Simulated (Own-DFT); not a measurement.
## Calculated data, GaN (wurtzite, strained, atoms displaced)

Computed with Own-DFT development build. A calculation, not a measurement: plane-wave PBE density functional theory by an unreviewed code, no spin, of a simulated periodic cell, stress positive in tension, free energy of the whole cell less one offset for each atom, forces on such cells passed a denser k mesh, this cell's mesh not checked; offsets are fitted by least squares, one for each functional and potential file, so energies compare only between cells with the same atoms and settings and are not formation energies; the far tail of each file's local potential was reset to the Coulomb form; each entry is a single point on an unrelaxed cell, so the pressure reflects the starting lattice, mostly measured values (interpolated for alloys), from which strain is counted, and rises with the displacements; printed positions are rounded, which can move forces by about a meV/angstrom; the program, named Own-DFT, is a retired in-house code; no spin-orbit coupling.

Common to all runs: functional PBE; potential files PseudoDojo norm-conserving, scalar-relativistic, standard set; wave cutoff 42 hartree; occupations Fermi-Dirac; smearing width 0.1 eV; hardware one NVIDIA H200; k mesh 3 x 4 x 3 centred on Gamma.

(1) 
```cif
# cell vector a (Å): 12.8492 -0.2059 -0.0542
# cell vector b (Å): -4.9522 8.3477 0.0934
# cell vector c (Å): -0.0441 0.0915 10.5063
data_GaN
_symmetry_space_group_name_H-M 'P 1'
_symmetry_Int_Tables_number 1
_cell_length_a 12.8510
_cell_length_b 9.7065
_cell_length_c 10.5068
_cell_angle_alpha 88.897
_cell_angle_beta 90.490
_cell_angle_gamma 121.597
_cell_volume 1116.10
loop_
_atom_site_label
_atom_site_type_symbol
_atom_site_fract_x
_atom_site_fract_y
_atom_site_fract_z
_atom_site_occupancy
Ga1 Ga 0.08345 0.22395 0.99723 1
Ga2 Ga 0.16540 0.11116 0.24496 1
N1 N 0.07906 0.21642 0.18582 1
N2 N 0.16460 0.11031 0.43702 1
Ga3 Ga 0.08741 0.22455 0.50098 1
Ga4 Ga 0.16676 0.11098 0.74519 1
N3 N 0.08384 0.21569 0.69217 1
N4 N 0.17406 0.12494 0.94061 1
Ga5 Ga 0.07559 0.54801 0.99933 1
Ga6 Ga 0.16168 0.45049 0.24985 1
N5 N 0.08705 0.54692 0.19145 1
N6 N 0.16907 0.43867 0.44272 1
Ga7 Ga 0.08527 0.55570 0.50171 1
Ga8 Ga 0.16300 0.44473 0.74832 1
N7 N 0.08729 0.55678 0.69363 1
N8 N 0.17301 0.45160 0.92877 1
Ga9 Ga 0.08320 0.87871 0.00266 1
Ga10 Ga 0.16191 0.76989 0.24810 1
N9 N 0.07607 0.88424 0.19205 1
N10 N 0.17744 0.78006 0.44413 1
Ga11 Ga 0.08076 0.88923 0.50404 1
Ga12 Ga 0.16295 0.77011 0.75023 1
N11 N 0.08039 0.87961 0.68734 1
N12 N 0.16527 0.76772 0.93947 1
Ga13 Ga 0.33228 0.21528 0.01076 1
Ga14 Ga 0.41382 0.11775 0.24805 1
N13 N 0.33684 0.21939 0.19177 1
N14 N 0.41157 0.11532 0.43187 1
Ga15 Ga 0.33232 0.21474 0.50300 1
Ga16 Ga 0.41685 0.11498 0.74878 1
N15 N 0.33024 0.21883 0.69545 1
N16 N 0.41654 0.10937 0.93752 1
Ga17 Ga 0.33051 0.55658 0.99592 1
Ga18 Ga 0.41626 0.44630 0.25039 1
N17 N 0.33303 0.56461 0.19178 1
N18 N 0.42225 0.45468 0.43927 1
Ga19 Ga 0.33428 0.55800 0.49936 1
Ga20 Ga 0.40808 0.44348 0.74372 1
N19 N 0.33567 0.55595 0.69326 1
N20 N 0.41903 0.44828 0.93747 1
Ga21 Ga 0.33419 0.88997 0.00434 1
Ga22 Ga 0.41058 0.77230 0.24693 1
N21 N 0.33503 0.88943 0.18175 1
N22 N 0.41597 0.78189 0.43648 1
Ga23 Ga 0.32674 0.88020 0.49951 1
Ga24 Ga 0.41166 0.76785 0.75506 1
N23 N 0.32761 0.88384 0.68761 1
N24 N 0.41491 0.78044 0.94833 1
Ga25 Ga 0.59277 0.22091 0.99948 1
Ga26 Ga 0.66519 0.10901 0.25260 1
N25 N 0.58514 0.22685 0.18660 1
N26 N 0.65606 0.09633 0.44171 1
Ga27 Ga 0.58657 0.22314 0.49593 1
Ga28 Ga 0.66574 0.10871 0.74467 1
N27 N 0.58231 0.22085 0.68880 1
N28 N 0.66480 0.11208 0.94536 1
Ga29 Ga 0.58486 0.56338 0.99547 1
Ga30 Ga 0.67470 0.44758 0.24588 1
N29 N 0.58422 0.55997 0.18853 1
N30 N 0.67236 0.44960 0.43654 1
Ga31 Ga 0.57943 0.55726 0.50119 1
Ga32 Ga 0.67367 0.44759 0.74534 1
N31 N 0.58860 0.56231 0.69318 1
N32 N 0.66785 0.44866 0.93919 1
Ga33 Ga 0.58194 0.89256 0.00002 1
Ga34 Ga 0.66646 0.77860 0.25774 1
N33 N 0.57847 0.88947 0.18946 1
N34 N 0.67046 0.78367 0.44064 1
Ga35 Ga 0.57323 0.87366 0.49853 1
Ga36 Ga 0.66610 0.77107 0.75251 1
N35 N 0.58780 0.89339 0.68364 1
N36 N 0.66580 0.78089 0.94616 1
Ga37 Ga 0.82415 0.20879 0.99676 1
Ga38 Ga 0.91809 0.11052 0.25846 1
N37 N 0.83417 0.22853 0.18820 1
N38 N 0.91734 0.10747 0.43639 1
Ga39 Ga 0.83332 0.22498 0.49921 1
Ga40 Ga 0.90584 0.10202 0.74914 1
N39 N 0.82880 0.22527 0.69145 1
N40 N 0.91757 0.11121 0.93764 1
Ga41 Ga 0.83120 0.54564 0.00193 1
Ga42 Ga 0.91111 0.44599 0.24851 1
N41 N 0.83612 0.56069 0.18329 1
N42 N 0.90784 0.43864 0.43932 1
Ga43 Ga 0.83459 0.55764 0.49003 1
Ga44 Ga 0.91799 0.43988 0.74461 1
N43 N 0.83057 0.55548 0.69869 1
N44 N 0.92737 0.45171 0.94524 1
Ga45 Ga 0.82512 0.88363 0.99890 1
Ga46 Ga 0.90967 0.77348 0.25279 1
N45 N 0.83299 0.88618 0.19420 1
N46 N 0.91200 0.77601 0.43922 1
Ga47 Ga 0.83072 0.88528 0.50572 1
Ga48 Ga 0.91575 0.78202 0.74991 1
N47 N 0.83583 0.89676 0.68857 1
N48 N 0.92251 0.78642 0.94438 1
_calc_free_energy_of_cell_above_offsets '24.730'  # eV
_calc_pressure 4.35  # GPa
_calc_stress_xx -5.78  # GPa
_calc_stress_yy -6.7  # GPa
_calc_stress_zz -0.59  # GPa
_calc_stress_yz 0.84  # GPa
_calc_stress_xz -1.95  # GPa
_calc_stress_xy -4.89  # GPa
_calc_wall_time 1146  # s
```

Force:
| element | x (eV/Å) | y (eV/Å) | z (eV/Å) |
| --- | --- | --- | --- |
| Ga | 0.528 | 0.112 | 0.035 |
| Ga | -0.225 | -0.257 | 0.562 |
| N | 0.514 | 1.158 | 0.167 |
| N | 0.203 | 0.055 | 0.026 |
| Ga | -0.215 | -1.314 | 0.508 |
| Ga | -0.341 | -0.956 | 1.747 |
| N | -1.328 | 0.698 | -0.727 |
| N | -0.522 | -1.816 | -0.348 |
| Ga | 4.228 | 1.42 | 1.233 |
| Ga | 3.336 | -2.372 | 0.978 |
| N | -3.675 | 1.72 | -0.929 |
| N | -1.315 | 1.244 | -0.61 |
| Ga | 0.065 | -0.427 | -0.036 |
| Ga | 1.11 | -1.024 | 0.031 |
| N | -0.825 | -0.942 | -1.61 |
| N | -1.631 | -0.875 | 1.254 |
| Ga | 0.174 | 1.452 | -0.117 |
| Ga | 0.359 | 1.06 | 0.267 |
| N | 1.342 | -0.139 | -0.046 |
| N | -4.63 | -2.098 | -2.064 |
| Ga | 0.607 | -0.247 | -0.757 |
| Ga | -0.075 | 1.199 | 0.844 |
| N | 0.016 | 0.772 | 0.25 |
| N | -0.448 | 1.051 | -0.014 |
| Ga | 0.694 | 1.186 | -1.913 |
| Ga | 2.251 | -1.429 | 0.312 |
| N | -2.152 | 1.23 | -0.135 |
| N | 1.254 | -0.561 | 0.999 |
| Ga | -0.51 | 0.908 | -0.125 |
| Ga | 0.133 | -0.97 | 0.749 |
| N | 0.742 | 0.656 | -1.705 |
| N | 0.232 | 0.508 | 0.245 |
| Ga | 1.392 | -0.29 | 0.999 |
| Ga | -0.052 | 0.412 | -0.219 |
| N | 0.365 | -2.683 | -0.863 |
| N | -1.352 | -1.465 | -0.046 |
| Ga | 0.397 | 0.092 | 0.225 |
| Ga | 2.231 | -0.466 | 1.808 |
| N | -1.286 | 0.003 | -1.554 |
| N | -0.645 | -0.324 | 0.023 |
| Ga | -0.311 | -0.046 | -1.261 |
| Ga | 0.128 | 1.899 | 0.572 |
| N | -0.953 | 0.219 | 1.925 |
| N | -0.933 | -1.079 | -0.239 |
| Ga | 3.231 | 2.741 | 1.245 |
| Ga | -0.039 | 2.063 | 0.177 |
| N | 1.014 | 0.389 | 0.19 |
| N | 0.319 | 0.029 | -1.645 |
| Ga | -3.001 | 0.97 | 0.423 |
| Ga | -0.384 | 0.038 | -0.018 |
| N | 0.296 | -0.38 | 0.307 |
| N | 0.769 | 1.52 | -0.324 |
| Ga | -0.752 | -0.434 | 0.192 |
| Ga | -1.36 | -0.151 | 0.676 |
| N | 0.314 | 0.35 | -0.529 |
| N | 0.42 | -0.805 | -2.299 |
| Ga | 0.166 | -1.759 | 1.071 |
| Ga | -2.144 | -0.341 | 0.304 |
| N | 0.491 | -0.341 | 0.018 |
| N | -1.36 | -0.534 | -0.201 |
| Ga | 2.014 | 0.377 | 0.429 |
| Ga | -2.435 | -1.284 | 1.342 |
| N | -0.441 | -1.73 | -1.014 |
| N | 0.05 | -0.386 | -0.359 |
| Ga | 0.164 | -0.95 | 1.021 |
| Ga | -0.491 | 0.077 | -1.126 |
| N | 1.075 | -0.067 | 0.014 |
| N | -0.864 | -0.787 | 0.268 |
| Ga | 1.146 | 1.216 | 0.511 |
| Ga | -0.815 | 1.556 | 0.297 |
| N | -0.266 | -1.444 | 1.11 |
| N | -1.082 | 0.564 | -1.805 |
| Ga | 2.243 | 1.853 | 1.076 |
| Ga | -0.688 | -0.158 | -1.69 |
| N | 0.3 | -1.005 | 0.078 |
| N | -0.571 | 0.74 | 1.697 |
| Ga | -0.17 | -1.999 | 0.031 |
| Ga | 0.998 | 2.152 | 0.737 |
| N | 1.466 | -0.499 | -0.901 |
| N | -1.135 | -0.296 | -0.279 |
| Ga | 0.27 | 1.436 | -1.225 |
| Ga | 1.101 | -0.332 | -0.029 |
| N | 0.61 | -0.188 | 0.715 |
| N | 1.304 | 1.387 | -0.411 |
| Ga | 0.019 | -0.205 | 2.088 |
| Ga | -0.892 | 1.381 | 1.477 |
| N | 2.677 | 1.045 | -1.972 |
| N | -4.297 | -3.117 | -2.114 |
| Ga | 2.479 | 0.981 | 1.348 |
| Ga | 0.228 | 0.827 | -0.3 |
| N | -0.644 | 0.505 | -0.676 |
| N | 0.519 | 0.648 | 0.129 |
| Ga | 0.371 | 0.6 | -0.575 |
| Ga | 0.299 | -0.437 | 1.122 |
| N | 0.024 | -1.912 | -0.043 |
| N | -1.414 | -1.178 | -1 |

(2) 
```cif
# cell vector a (Å): 12.8505 -0.0484 -0.0928
# cell vector b (Å): -4.8504 8.3569 -0.0004
# cell vector c (Å): -0.0755 -0.0441 10.2715
data_GaN
_symmetry_space_group_name_H-M 'P 1'
_symmetry_Int_Tables_number 1
_cell_length_a 12.8509
_cell_length_b 9.6625
_cell_length_c 10.2719
_cell_angle_alpha 90.004
_cell_angle_beta 90.834
_cell_angle_gamma 120.346
_cell_volume 1100.57
loop_
_atom_site_label
_atom_site_type_symbol
_atom_site_fract_x
_atom_site_fract_y
_atom_site_fract_z
_atom_site_occupancy
Ga1 Ga 0.07892 0.21971 0.99930 1
Ga2 Ga 0.17631 0.11357 0.25450 1
N1 N 0.07697 0.21930 0.19164 1
N2 N 0.17261 0.11251 0.43424 1
Ga3 Ga 0.07837 0.21462 0.50264 1
Ga4 Ga 0.16438 0.10350 0.74562 1
N3 N 0.08223 0.21445 0.69144 1
N4 N 0.16882 0.10224 0.93330 1
Ga5 Ga 0.08633 0.56694 0.99671 1
Ga6 Ga 0.17103 0.44650 0.25744 1
N5 N 0.08264 0.55523 0.18916 1
N6 N 0.16585 0.44197 0.43718 1
Ga7 Ga 0.08657 0.56098 0.49958 1
Ga8 Ga 0.16861 0.44554 0.75286 1
N7 N 0.08463 0.55411 0.69297 1
N8 N 0.16331 0.43595 0.93546 1
Ga9 Ga 0.08233 0.88881 0.00054 1
Ga10 Ga 0.16141 0.77712 0.24860 1
N9 N 0.07343 0.87415 0.18732 1
N10 N 0.15788 0.76593 0.44947 1
Ga11 Ga 0.08418 0.88576 0.49688 1
Ga12 Ga 0.16981 0.77438 0.75191 1
N11 N 0.08448 0.88217 0.68030 1
N12 N 0.16843 0.77232 0.93478 1
Ga13 Ga 0.34240 0.22076 0.99589 1
Ga14 Ga 0.40840 0.10062 0.25646 1
N13 N 0.33673 0.22601 0.19100 1
N14 N 0.41269 0.11186 0.44287 1
Ga15 Ga 0.33464 0.22234 0.50254 1
Ga16 Ga 0.41588 0.11517 0.75165 1
N15 N 0.34036 0.22744 0.68231 1
N16 N 0.42194 0.11241 0.93864 1
Ga17 Ga 0.32856 0.55399 0.99431 1
Ga18 Ga 0.41425 0.44754 0.24969 1
N17 N 0.33624 0.56415 0.18795 1
N18 N 0.42357 0.44317 0.43324 1
Ga19 Ga 0.32880 0.55496 0.50686 1
Ga20 Ga 0.41844 0.44846 0.75332 1
N19 N 0.32843 0.55180 0.68365 1
N20 N 0.41748 0.44244 0.93998 1
Ga21 Ga 0.33467 0.89084 0.00287 1
Ga22 Ga 0.41272 0.78341 0.24282 1
N21 N 0.33219 0.88218 0.19700 1
N22 N 0.42193 0.78893 0.44265 1
Ga23 Ga 0.33923 0.88913 0.49969 1
Ga24 Ga 0.41225 0.78011 0.74707 1
N23 N 0.33065 0.89673 0.68581 1
N24 N 0.41548 0.77159 0.93340 1
Ga25 Ga 0.58698 0.22231 0.99363 1
Ga26 Ga 0.66728 0.11796 0.24316 1
N25 N 0.59147 0.23074 0.18644 1
N26 N 0.66033 0.10032 0.44077 1
Ga27 Ga 0.58102 0.21706 0.49635 1
Ga28 Ga 0.66560 0.10987 0.74940 1
N27 N 0.58096 0.21776 0.69184 1
N28 N 0.66534 0.11530 0.93363 1
Ga29 Ga 0.58059 0.55866 0.99940 1
Ga30 Ga 0.66003 0.43994 0.25687 1
N29 N 0.59102 0.55954 0.19379 1
N30 N 0.66372 0.44236 0.44035 1
Ga31 Ga 0.58082 0.55443 0.49905 1
Ga32 Ga 0.65964 0.42531 0.75106 1
N31 N 0.58224 0.55006 0.68685 1
N32 N 0.67339 0.45204 0.94427 1
Ga33 Ga 0.58911 0.89846 0.99838 1
Ga34 Ga 0.66878 0.77980 0.24595 1
N33 N 0.57680 0.88144 0.19763 1
N34 N 0.67435 0.78314 0.43916 1
Ga35 Ga 0.59584 0.89950 0.49458 1
Ga36 Ga 0.66650 0.78069 0.74331 1
N35 N 0.58603 0.89613 0.68717 1
N36 N 0.65680 0.76970 0.93674 1
Ga37 Ga 0.83744 0.22416 0.00163 1
Ga38 Ga 0.92281 0.11175 0.25405 1
N37 N 0.83726 0.22779 0.18279 1
N38 N 0.91427 0.10894 0.43968 1
Ga39 Ga 0.83719 0.22300 0.50484 1
Ga40 Ga 0.91749 0.11721 0.74340 1
N39 N 0.82922 0.23315 0.68054 1
N40 N 0.92024 0.10517 0.94177 1
Ga41 Ga 0.83856 0.56397 0.99927 1
Ga42 Ga 0.92469 0.45425 0.25467 1
N41 N 0.83583 0.54945 0.18951 1
N42 N 0.92268 0.44980 0.44527 1
Ga43 Ga 0.83072 0.54640 0.50536 1
Ga44 Ga 0.91839 0.44884 0.74743 1
N43 N 0.83187 0.56014 0.68508 1
N44 N 0.91819 0.44523 0.94629 1
Ga45 Ga 0.83027 0.88279 0.01122 1
Ga46 Ga 0.91771 0.77742 0.25241 1
N45 N 0.82588 0.87569 0.19048 1
N46 N 0.91466 0.77617 0.42847 1
Ga47 Ga 0.83594 0.88666 0.49861 1
Ga48 Ga 0.91979 0.78188 0.75042 1
N47 N 0.83099 0.88222 0.68452 1
N48 N 0.90843 0.76878 0.93919 1
_calc_free_energy_of_cell_above_offsets '24.585'  # eV
_calc_pressure 6.79  # GPa
_calc_stress_xx -4  # GPa
_calc_stress_yy -4.98  # GPa
_calc_stress_zz -11.39  # GPa
_calc_stress_yz -0.21  # GPa
_calc_stress_xz -1.26  # GPa
_calc_stress_xy -0.99  # GPa
_calc_wall_time 1129  # s
```

Force:
| element | x (eV/Å) | y (eV/Å) | z (eV/Å) |
| --- | --- | --- | --- |
| Ga | 1.651 | 0.041 | 0.528 |
| Ga | -1.731 | -0.447 | -1.75 |
| N | 2.506 | 0.667 | -0.455 |
| N | -1.083 | -0.468 | 1.576 |
| Ga | 0.914 | 0.648 | -0.571 |
| Ga | 0.843 | 0.167 | -0.029 |
| N | -0.152 | 0.863 | -0.479 |
| N | -0.219 | 0.855 | 0.801 |
| Ga | 0.367 | -2.493 | 0.96 |
| Ga | -0.572 | -0.05 | -2.009 |
| N | 1.36 | 0.465 | -0.194 |
| N | -0.2 | -0.307 | 1.578 |
| Ga | 0.476 | -2.055 | 1.111 |
| Ga | -0.428 | -0.764 | -0.812 |
| N | 0.222 | -0.188 | -0.399 |
| N | -0.344 | 0.705 | 0.905 |
| Ga | -0.139 | -0.518 | -0.541 |
| Ga | 0.599 | -0.905 | 1.057 |
| N | 1.286 | 2.311 | -0.183 |
| N | 1.361 | 2.848 | -2.268 |
| Ga | -0.728 | 0.003 | -0.559 |
| Ga | -0.645 | 0.391 | -1.255 |
| N | -0.416 | 0.27 | 1.548 |
| N | -0.421 | 1.947 | 0.932 |
| Ga | -1.628 | 0.142 | 0.688 |
| Ga | 1.081 | 1.667 | -0.618 |
| N | 0.318 | -0.628 | -0.926 |
| N | 0.671 | -0.633 | -0.407 |
| Ga | 0.033 | 0.872 | -1.035 |
| Ga | 0.266 | -0.394 | -0.674 |
| N | -1.304 | -0.177 | 1.974 |
| N | -0.262 | -0.77 | 0.212 |
| Ga | 0.76 | -0.261 | 0.784 |
| Ga | 1.031 | 0.779 | -0.473 |
| N | -0.313 | -1.15 | -0.371 |
| N | -2.243 | -0.169 | 0.912 |
| Ga | 1.309 | 0.607 | -2.684 |
| Ga | 0.199 | -0.129 | -0.926 |
| N | 0.588 | 0.493 | 2.221 |
| N | -0.865 | -0.265 | 0.073 |
| Ga | 0.497 | -0.432 | -0.46 |
| Ga | 2.385 | -1.422 | 2.224 |
| N | -2.663 | 1.42 | -1.646 |
| N | 0.511 | -1.645 | -0.618 |
| Ga | -1.427 | 0.043 | 0.03 |
| Ga | 0.726 | 0.364 | -0.623 |
| N | 0.863 | -0.554 | 0.741 |
| N | -0.539 | 1.054 | 0.82 |
| Ga | -0.126 | 1.614 | 1.269 |
| Ga | 1.1 | -0.675 | 0.862 |
| N | -1.701 | -1.619 | -0.095 |
| N | 0.493 | 3.83 | -1.357 |
| Ga | 0.187 | 0.322 | 0.458 |
| Ga | 0.044 | 0.315 | -0.583 |
| N | -0.035 | -1.072 | -0.938 |
| N | 1.381 | -0.366 | 0.745 |
| Ga | 1.386 | -0.588 | 0.786 |
| Ga | 1.557 | 0.947 | -1.156 |
| N | -1.738 | -0.562 | -0.904 |
| N | 0.465 | -0.45 | 0.799 |
| Ga | 0.951 | 0.869 | 0.095 |
| Ga | 0.016 | 3.225 | 0.533 |
| N | -0.166 | 0.365 | 0.594 |
| N | -1.159 | -1.087 | -0.984 |
| Ga | -0.41 | -1.297 | 0.409 |
| Ga | -1.106 | -0.637 | 1.3 |
| N | 0.666 | 1.543 | -1.731 |
| N | -0.958 | -0.861 | -0.217 |
| Ga | -0.616 | -3.01 | 0.848 |
| Ga | 0.085 | -0.843 | 0.539 |
| N | -0.26 | -1.116 | -0.056 |
| N | 0.808 | 1.753 | -0.056 |
| Ga | 0.061 | -0.02 | -0.808 |
| Ga | -2.131 | -0.717 | -0.7 |
| N | 0.221 | -0.807 | 2.039 |
| N | 0.224 | 0.088 | 0.373 |
| Ga | -0.897 | 0.169 | -2.56 |
| Ga | -0.467 | -1.139 | 0.933 |
| N | 1.131 | -1.01 | 2.532 |
| N | -1.92 | -0.469 | -1.093 |
| Ga | 0.155 | -2.149 | 1.253 |
| Ga | -0.89 | -1.159 | -0.388 |
| N | -0.999 | 0.714 | 0.406 |
| N | -0.618 | -1.15 | -0.49 |
| Ga | -0.281 | 0.968 | -1.657 |
| Ga | -0.496 | 0.476 | 0.88 |
| N | 0.299 | -0.657 | 1.64 |
| N | -0.002 | 0.179 | -1.679 |
| Ga | -0.349 | -0.019 | -2.323 |
| Ga | -1 | -1.665 | -1.464 |
| N | 1.209 | 1.976 | 0.608 |
| N | 0.504 | -0.058 | 2.908 |
| Ga | 0.304 | -0.289 | -0.275 |
| Ga | -0.368 | -0.478 | -0.282 |
| N | 0.126 | 1.363 | 0.717 |
| N | 0.822 | 2.453 | -0.435 |
